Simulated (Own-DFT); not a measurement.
GaN (wurtzite, strained, atoms displaced) (calculated)

A calculation, not a measurement: plane-wave PBE density functional theory by an unreviewed code, no spin, of a simulated periodic cell, stress positive in tension, free energy of the whole cell less one offset for each atom, forces on such cells passed a denser k mesh, this cell's mesh not checked; offsets are fitted by least squares, one for each functional and potential file, so energies compare only between cells with the same atoms and settings and are not formation energies; the far tail of each file's local potential was reset to the Coulomb form; each entry is a single point on an unrelaxed cell, so the pressure reflects the starting lattice, mostly measured values (interpolated for alloys), from which strain is counted, and rises with the displacements; printed positions are rounded, which can move forces by about a meV/angstrom; the program, named Own-DFT, is a retired in-house code; no spin-orbit coupling. Program: Own-DFT development build.

```xyz
96
Lattice="12.7560 0.0000 0.0000 -4.7835 8.2853 0.0000 0.0000 0.0000 10.6552" Properties=species:S:1:pos:R:3:force_x:R:1:force_y:R:1:force_z:R:1 formula=GaN functional=PBE potential_files=PseudoDojo_norm-conserving,scalar-relativistic,standard_set_with_the_stringent_files_for_Ga wave_cutoff=96 occupations=Gaussian smearing_width=0.01 k_mesh=3_x_4_x_3_centred_on_Gamma free_energy_of_cell_above_offsets=-4.664 pressure=2.29 stress_xx=-5.63 stress_yy=-5.08 stress_zz=3.83 stress_yz=-0.14 stress_xz=-0.08 stress_xy=0.3
Ga     0.0681     1.8293     0.0169     -0.101      1.275      1.001
Ga     1.6054     0.9313     2.5879     -0.247     -0.188      1.458
N      0.0613     1.7768     2.0229     -1.747      1.549      -0.24
N      1.5646     0.9174     4.6995      0.906      1.166     -1.155
Ga     0.0869     1.9354     5.3383     -1.537     -1.473     -0.048
Ga     1.5281     0.8164     7.9155      0.927      2.476      1.227
N      0.0340     1.7943     7.2746     -0.754      0.917      1.013
N      1.5858     0.9362    10.0133       0.18     -0.167     -1.622
Ga    -1.6395     4.5282     0.0257      1.462      1.291     -0.133
Ga    -0.0283     3.7260     2.7259      0.787     -1.019     -0.757
N     -1.5946     4.6082     2.0114      0.808      1.077     -0.253
N      0.0316     3.7083     4.6914      0.051       0.65     -0.395
Ga    -1.5703     4.5957     5.3528     -0.848      0.032     -0.157
Ga     0.0712     3.6832     8.0662     -0.653     -0.654     -0.394
N     -1.5563     4.5968     7.3138      0.487      0.011      0.235
N      0.0203     3.6980    10.0138     -0.014     -0.201      0.253
Ga    -3.1741     7.4469    10.6111       -0.1     -2.052       0.19
Ga    -1.6181     6.5357     2.6696     -0.179     -0.597     -0.157
N     -3.2418     7.4320     1.9370      0.744     -1.184      0.282
N     -1.6818     6.4494     4.6965      1.878      0.218     -0.634
Ga    -3.1376     7.4618     5.3104     -2.083     -1.689      0.268
Ga    -1.6010     6.4263     7.9124      0.577      0.379      1.131
N     -3.2463     7.3718     7.3408      2.201     -0.811     -1.247
N     -1.4940     6.4301     9.9897     -1.763      -0.38     -0.397
Ga     3.1725     1.8124    10.5134     -0.501      1.873      1.446
Ga     4.7063     0.8743     2.6311      1.441      2.234      1.224
N      3.1778     1.7920     2.0604      0.204      1.172     -0.828
N      4.8087     0.9803     4.7549      -1.83     -1.358     -1.638
Ga     3.1321     1.9003     5.3181      0.819     -1.601        0.3
Ga     4.7480     0.9632     7.9396      0.495     -0.241      1.017
N      3.1722     1.7540     7.2754     -0.451      1.488      0.375
N      4.7045     0.9332    10.0626      2.187     -0.663     -1.392
Ga     1.5978     4.7111     0.0108      0.504     -3.028      0.674
Ga     3.1894     3.6355     2.7768      0.268      0.308     -1.587
N      1.6261     4.5676     2.0246     -0.491      0.952      0.162
N      3.2117     3.6902     4.7146      0.701      0.123     -0.071
Ga     1.6816     4.5201     5.3447     -1.696      2.018      0.517
Ga     3.2943     3.7713     7.8616     -1.746     -1.706      1.968
N      1.5977     4.5498     7.3378      0.839      1.266     -0.463
N      3.2274     3.7177    10.0029     -1.042     -0.703     -0.847
Ga    -0.0030     7.3652     0.0115      0.638      0.238     -0.369
Ga     1.5869     6.4930     2.6470      0.753     -0.753      0.403
N      0.0557     7.4604     1.9872     -0.767     -2.325     -0.171
N      1.6161     6.4767     4.6676     -0.856     -0.842     -0.364
Ga     0.0034     7.3734     5.3429     -0.146      0.067     -0.163
Ga     1.6107     6.5510     8.0195      -0.48     -1.791     -0.155
N      0.0313     7.4178     7.3281     -0.562     -0.705     -0.103
N      1.6410     6.3827     9.9782     -0.338      2.924     -0.121
Ga     6.3675     1.8905     0.0715     -0.467     -0.565      -1.62
Ga     7.9734     0.8565     2.6563     -0.331      3.387      1.192
N      6.3857     1.8851     1.9318      -0.38     -1.513      1.224
N      7.9737     1.0662     4.6871     -0.618     -2.242     -0.747
Ga     6.3318     1.7754     5.3590      1.333      1.919      0.031
Ga     7.9065     0.8317     8.0399      1.344      1.258     -0.684
N      6.4140     1.8221     7.3524     -0.775      0.326     -0.179
N      7.9524     0.9593     9.9568     -0.127     -0.694      0.708
Ga     4.8144     4.5304    10.6228     -1.431      1.463      1.501
Ga     6.3804     3.6471     2.5556     -0.113      1.065      1.034
N      4.7418     4.6365     2.0718      0.202     -0.757     -0.988
N      6.3619     3.6812     4.5235     -0.856     -0.381      1.732
Ga     4.8178     4.6287     5.3677      0.751     -0.053     -0.807
Ga     6.3706     3.6582     8.0432      1.824     -0.237     -0.779
N      4.8936     4.6206     7.4156     -0.647     -0.524      -2.43
N      6.2853     3.7058     9.9284      2.573     -1.172      0.827
Ga     3.2530     7.3524    10.6380     -0.181      0.019      0.068
Ga     4.7701     6.4434     2.6833     -0.155      0.014      0.058
N      3.2239     7.4795     2.0188     -0.569     -3.287     -1.202
N      4.7046     6.5014     4.6785      0.704     -0.782     -0.139
Ga     3.1487     7.3601     5.3203      0.163      1.418      0.377
Ga     4.8305     6.3959     7.9521     -0.118      1.674      0.929
N      3.1806     7.3383     7.3204      0.638     -0.178     -0.254
N      4.7831     6.3463     9.9243      0.234      1.614      0.758
Ga     9.5129     1.8573     0.0177      1.057     -0.617      0.161
Ga    11.1118     0.8690     2.6497      0.952      1.134      0.654
N      9.5415     1.7955     1.9906       0.29      1.058      -0.03
N     11.2310     0.9566     4.6667     -0.873      0.076     -0.273
Ga     9.5450     1.8267     5.3431       1.38      1.117      0.018
Ga    11.1311     0.9562     8.0357      0.644     -0.572     -0.174
N      9.5841     1.8221     7.3349     -0.779      0.326      0.382
N     11.3009     0.9217    10.1038     -2.342      0.567      -1.73
Ga     8.0238     4.5862    10.5414     -0.979      0.162       1.28
Ga     9.6283     3.7536     2.6280     -1.601     -1.467      1.426
N      7.9894     4.5476     1.9985      0.052      1.004      -1.22
N      9.5253     3.7925     4.7039      1.098     -1.449     -0.687
Ga     7.8757     4.5164     5.3482      0.752      1.367     -0.711
Ga     9.5806     3.7525     7.9387      0.213     -1.434      0.238
N      8.0339     4.6125     7.2882     -1.415      0.398      0.858
N      9.6117     3.6514     9.9949     -0.747     -0.026     -0.956
Ga     6.3299     7.4565     0.0844      0.267     -2.043     -1.788
Ga     7.9599     6.4478     2.6410     -0.324     -0.423      0.135
N      6.2978     7.3856     1.9399      0.648       -0.9      1.551
N      7.9330     6.4313     4.6208       0.21      0.348      0.396
Ga     6.3331     7.3782     5.2956      1.042      0.357      0.204
Ga     8.0171     6.5641     7.9785     -2.211     -2.331      0.769
N      6.3765     7.3426     7.3033     -0.043      0.716      0.067
N      7.9209     6.4061    10.0047      0.785      1.294     -0.461
```

Units: wave_cutoff in hartree; smearing_width, free_energy_of_cell_above_offsets in eV; pressure, stress_xx, stress_yy, stress_zz, stress_yz, stress_xz, stress_xy in GPa; force_x, force_y, force_z in eV/Å.
